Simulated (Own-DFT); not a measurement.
# What a defect does to the pressure of its cell: C11b WSi2

The numbers are computed, not measured, by runs of the plane-wave DFT program Own-DFT (in-house, retired, unreviewed) at fixed positions, with no spin and no spin-orbit coupling.

All runs used: PBEsol; PseudoDojo norm-conserving scalar-relativistic files, made for PBE; cutoff 50 hartree; 5 x 5 x 5 k mesh centred on Gamma; cold (Marzari-Vanderbilt) smearing of 0.2 eV.

Keep in mind: forces on such cells failed a check on a denser k mesh; stress not checked against mesh or cutoff.

All runs share one cell, with vectors in Å (-2.148, -5.953, 3.409); (-6.444, 2.976, 1.136); (-2.553, -2.948, -6.757) and a volume of 403.2 Å³. The atoms are randomly displaced, by u rms on each axis. The defect's site can differ from row to row.

```
              cell  formula   u (Å)  P (GPa)
         no defect  Si20W10  0.0192     0.43
         no defect  Si20W10  0.0200     0.36
         no defect  Si20W10  0.0441     1.80
    one Si vacancy  Si19W10  0.0311    -0.68
    one Si vacancy  Si19W10  0.0489     0.27
    one Si vacancy  Si19W10  0.0542     0.29
one Si on a W site   Si21W9  0.0279     2.29
one Si on a W site   Si21W9  0.0348     2.46
one Si on a W site   Si21W9  0.0516     4.19
one W on a Si site  Si19W11  0.0304     5.49
one W on a Si site  Si19W11  0.0493     6.10
one W on a Si site  Si19W11  0.0513     7.59
     one W vacancy   Si20W9  0.0275        ?
     one W vacancy   Si20W9  0.0311    -0.28
     one W vacancy   Si20W9  0.0483     0.75
     one W vacancy   Si20W9  0.0506     0.76
```

## Worked fit

P = P0 + c u² + a shift for each defect gives P0 = 0.13 GPa, c = 814 ± 127 GPa/Å² and a scatter of 0.38 GPa. The shifts, and each times the cell's volume:

- one W on a Si site: 4.64 ± 0.34 GPa, 11.7 eV
- one Si on a W site: 1.59 ± 0.32 GPa, 4.0 eV
- one W vacancy: -1.31 ± 0.34 GPa, -3.3 eV
- one Si vacancy: -1.87 ± 0.34 GPa, -4.7 eV

Positive is outwards. The product with the volume (160.2 GPa Å³ to the eV) is nearly free of the cell's size; divided by the bulk modulus at the cell's pressure it gives the volume that the defect adds. The atoms around the defects weren't relaxed, which would change these numbers.

## Check

Question: what pressure belongs in the blank (one W vacancy, u = 0.0275 Å)?

The fit gives -0.57 ± 0.46 GPa. The calculation gave 0.01 GPa.
